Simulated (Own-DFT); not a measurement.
# Point defects and the pressure they add: 3C SiC

Everything here is calculated. The program is Own-DFT (plane waves, in-house, since retired, never reviewed by a person); positions were held fixed, and spin and spin-orbit coupling were off.

All runs used: PBE; PseudoDojo norm-conserving scalar-relativistic files; cutoff 42 hartree; 4 x 4 x 4 k mesh centred on Gamma; Fermi-Dirac smearing of 0.1 eV.

Caveats (not all hold for every row): not probed for a lower state with spin; forces on such cells failed a check on a denser k mesh; forces on such cells passed a denser k mesh, each cell not checked; stress not checked against mesh or cutoff.

All runs share one cell, with vectors in Å (8.719, 0.000, 0.000); (0.000, 8.719, 0.000); (0.000, 0.000, 8.719) and a volume of 662.9 Å³. u is the rms random offset of the atoms per axis. The defect's site can differ from row to row.

| cell | formula | u (Å) | P (GPa) |
|---|---|---|---|
| no defect | C32Si32 | 0.0295 | 3.83 |
| no defect | C32Si32 | 0.0296 | 3.80 |
| no defect | C32Si32 | 0.0605 | 6.03 |
| one C on a Si site | C33Si31 | 0.0312 | 1.71 |
| one C on a Si site | C33Si31 | 0.0467 | 3.06 |
| one C on a Si site | C33Si31 | 0.0503 | 3.37 |
| one C vacancy | C31Si32 | 0.0281 | 3.10 |
| one C vacancy | C31Si32 | 0.0319 | 3.29 |
| one C vacancy | C31Si32 | 0.0499 | 4.47 |
| two N on a C site each | C30N2Si32 | 0.0294 | 1.99 |
| two N on a C site each | C30N2Si32 | 0.0323 | 2.38 |
| two N on a C site each | C30N2Si32 | 0.0466 | 3.33 |
| two N on a C site each | C30N2Si32 | 0.0525 | ? |
| one Al on a Si site and one N on a C site | AlC31NSi31 | 0.0460 | 4.84 |
| one Al on a Si site and one N on a C site | AlC31NSi31 | 0.0480 | 5.21 |
| one Al on a Si site and one N on a C site | AlC31NSi31 | 0.0500 | 5.87 |

## Worked fit

P = P0 + c u² + a shift for each defect gives P0 = 2.99 GPa, c = 869 ± 68 GPa/Å² and a scatter of 0.21 GPa. The shifts, and each times the cell's volume:

- one Al on a Si site and one N on a C site: 0.31 ± 0.17 GPa, 1.3 eV (not resolved)
- one C vacancy: -0.62 ± 0.17 GPa, -2.6 eV
- two N on a C site each: -1.60 ± 0.17 GPa, -6.6 eV (-3.3 eV for each of its 2 sites)
- one C on a Si site: -1.92 ± 0.17 GPa, -8.0 eV

Positive is outwards. The product with the volume (160.2 GPa Å³ to the eV) is nearly free of the cell's size; divided by the bulk modulus at the cell's pressure it gives the volume that the defect adds. The atoms around the defects weren't relaxed, which would change these numbers.

## The run left out

The question: what pressure belongs in the blank (two N on a C site each, u = 0.0525 Å)?

The fit gives 3.78 ± 0.26 GPa. The run itself gave 3.62 GPa.
